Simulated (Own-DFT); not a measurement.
## Calculated data, In3GaP4 (zincblende random alloy, atoms displaced)

A calculation, not a measurement: plane-wave PBE density functional theory by an unreviewed code, no spin, of a simulated periodic cell, stress positive in tension, free energy of the whole cell less one offset for each atom, forces on such cells passed a denser k mesh, this cell's mesh not checked; offsets are fitted by least squares, one for each functional and potential file, so energies compare only between cells with the same atoms and settings and are not formation energies; the far tail of each file's local potential was reset to the Coulomb form; each entry is a single point on an unrelaxed cell, so the pressure reflects the starting lattice, mostly measured values, from which strain is counted, and rises with the displacements; printed positions are rounded, which can move forces by about a meV/angstrom; the program is a retired in-house code; no spin-orbit coupling; before rounding, a Quantum ESPRESSO 7.3.1 run of the same cell and cutoff gave forces within 1 meV/angstrom rms on each cell, which checks the program and not the settings. Program: Own-DFT development build.

```yaml
- formula: In3GaP4
  kind: "zincblende random alloy, atoms displaced"
  structure:
    cell_angstrom: [[11.5283, 0.0, 0.0], [0.0, 11.5283, 0.0], [0.0, 0.0, 11.5283]]
    atoms_fractional:
      - [Ga, 0.99768, 0.01011, 0.00286]
      - [In, 0.00343, 0.24811, 0.2615]
      - [In, 0.25344, 0.00478, 0.25299]
      - [In, 0.255, 0.254, 0.99981]
      - [P, 0.12939, 0.13885, 0.13246]
      - [P, 0.11435, 0.36509, 0.38193]
      - [P, 0.37012, 0.12462, 0.38016]
      - [P, 0.36996, 0.37388, 0.13553]
      - [In, 0.00451, 0.01292, 0.49933]
      - [In, 0.00333, 0.25032, 0.7517]
      - [In, 0.2511, 0.99772, 0.75525]
      - [In, 0.24804, 0.24666, 0.49642]
      - [P, 0.12288, 0.13151, 0.63081]
      - [P, 0.11971, 0.37835, 0.87417]
      - [P, 0.37375, 0.13248, 0.87508]
      - [P, 0.37862, 0.3767, 0.62296]
      - [In, 0.99894, 0.51243, 0.9921]
      - [Ga, 0.00325, 0.74706, 0.25231]
      - [In, 0.24425, 0.50373, 0.25142]
      - [In, 0.24751, 0.75006, 0.01108]
      - [P, 0.12396, 0.62381, 0.12446]
      - [P, 0.1329, 0.88909, 0.37472]
      - [P, 0.3712, 0.63156, 0.37129]
      - [P, 0.38346, 0.86921, 0.13214]
      - [Ga, 0.00089, 0.50923, 0.51444]
      - [In, 0.00656, 0.75419, 0.75199]
      - [In, 0.24573, 0.50201, 0.75824]
      - [In, 0.24925, 0.74512, 0.50394]
      - [P, 0.11359, 0.61935, 0.62397]
      - [P, 0.12632, 0.87674, 0.86082]
      - [P, 0.38089, 0.62698, 0.878]
      - [P, 0.35772, 0.86354, 0.61831]
      - [In, 0.49062, 0.99506, 0.99742]
      - [In, 0.50875, 0.24158, 0.24863]
      - [In, 0.75665, 0.00637, 0.23851]
      - [Ga, 0.74346, 0.24758, 0.01372]
      - [P, 0.61155, 0.13188, 0.12308]
      - [P, 0.61326, 0.36653, 0.37574]
      - [P, 0.87739, 0.12227, 0.36575]
      - [P, 0.87628, 0.3782, 0.13102]
      - [Ga, 0.49347, 0.00501, 0.50191]
      - [In, 0.49859, 0.25208, 0.75472]
      - [In, 0.75467, 0.00224, 0.74903]
      - [In, 0.74727, 0.24751, 0.50112]
      - [P, 0.63146, 0.13223, 0.62383]
      - [P, 0.61932, 0.37653, 0.88867]
      - [P, 0.87442, 0.11415, 0.87323]
      - [P, 0.87398, 0.36429, 0.62555]
      - [In, 0.50356, 0.50285, 0.01118]
      - [Ga, 0.48995, 0.74486, 0.24156]
      - [In, 0.74721, 0.49549, 0.24895]
      - [In, 0.75119, 0.73824, 0.98748]
      - [P, 0.62427, 0.62622, 0.14212]
      - [P, 0.63443, 0.86514, 0.36429]
      - [P, 0.88235, 0.62243, 0.36926]
      - [P, 0.87336, 0.86811, 0.12861]
      - [In, 0.50134, 0.51309, 0.50711]
      - [In, 0.49732, 0.74267, 0.75775]
      - [Ga, 0.743, 0.50411, 0.74509]
      - [Ga, 0.75723, 0.74231, 0.49451]
      - [P, 0.60778, 0.62312, 0.62866]
      - [P, 0.62752, 0.8835, 0.8567]
      - [P, 0.86844, 0.61732, 0.86974]
      - [P, 0.8761, 0.87677, 0.61991]
  settings:
    functional: PBE
    potential_files: "PseudoDojo norm-conserving, scalar-relativistic, standard set"
    "wave_cutoff [hartree]": 42.0
    occupations: Fermi-Dirac
    "smearing_width [eV]": 0.1
    k_mesh: "3 x 3 x 3 centred on Gamma"
  results:
    "free_energy_of_cell_above_offsets [eV]": "-26.263"
    "pressure [GPa]": 5.03
    "stress_xx [GPa]": -4.93
    "stress_yy [GPa]": -5.02
    "stress_zz [GPa]": -5.15
    "stress_yz [GPa]": -1.29
    "stress_xz [GPa]": 0.0
    "stress_xy [GPa]": -0.88
    force_element: [Ga, In, In, In, P, P, P, P, In, In, In, In, P, P, P, P, In, Ga, In, In, P, P, P, P, Ga, In, In, In, P, P, P, P, In, In, In, Ga, P, P, P, P, Ga, In, In, In, P, P, P, P, In, Ga, In, In, P, P, P, P, In, In, Ga, Ga, P, P, P, P]
    "force_x [eV/angstrom]": [0.309, -1.071, 0.255, -0.683, -0.426, 0.757, 1.868, 0.657, -0.355, -0.919, 0.691, 0.105, 0.996, 0.346, -0.179, -0.885, -0.213, 0.164, -0.221, 0.319, -1.144, -1.443, 0.776, -0.725, -1.29, -1.781, 0.773, -1.982, 1.126, -0.368, -1.395, 3.068, 0.879, -2.523, -1.176, 0.58, 2.334, 1.01, -0.904, 0.086, 0.584, 0.755, 0.047, 0.663, -1.942, 1.89, 0.51, -0.198, -0.647, 1.254, -0.038, -1.158, -0.598, -1.271, 0.325, 1.573, -1.523, -0.216, -0.163, -0.321, 4.278, -0.969, 0.001, -0.253]
    "force_y [eV/angstrom]": [-0.799, 0.355, -0.118, 0.61, -1.626, 3.049, -0.446, 0.137, -0.856, -0.049, 0.956, 0.793, -0.701, -0.273, -1.132, 0.085, -1.367, 0.855, -0.973, 0.651, 0.786, -2.248, -0.108, 0.349, -1.767, -0.623, -0.075, -0.782, 0.312, 0.338, -0.742, 2.392, 0.065, 1.165, -0.495, 0.558, -1.897, 1.536, 0.202, -1.073, -0.866, 0.485, -0.003, 0.455, -1.653, -0.376, 1.751, 2.566, -0.022, 0.061, -0.518, 1.498, 1.156, 0.089, 0.119, -0.262, -2.109, 1.966, -1.058, 0.553, 1.219, -1.205, -0.011, -0.878]
    "force_z [eV/angstrom]": [0.333, -1.509, -1.083, 0.147, -1.465, 1.254, 0.064, -0.286, 0.065, 0.681, -1.272, 1.03, -0.179, 0.81, -0.05, 0.243, 0.93, 0.064, 0.885, -1.271, 0.85, 0.059, -0.426, -0.03, -1.532, -0.838, -0.918, -1.651, 0.339, 3.602, 1.285, 1.683, -0.509, 1.403, 0.186, -0.738, -1.984, 0.803, 1.205, -1.35, -0.119, -0.575, -1.612, -1.561, 0.505, -0.859, 2.104, 0.128, 0.495, 1.398, 1.196, 1.27, -1.11, 0.88, 1.301, -1.186, -2.386, -0.901, 0.079, 0.034, 0.723, 1.97, -1.965, -0.638]
```
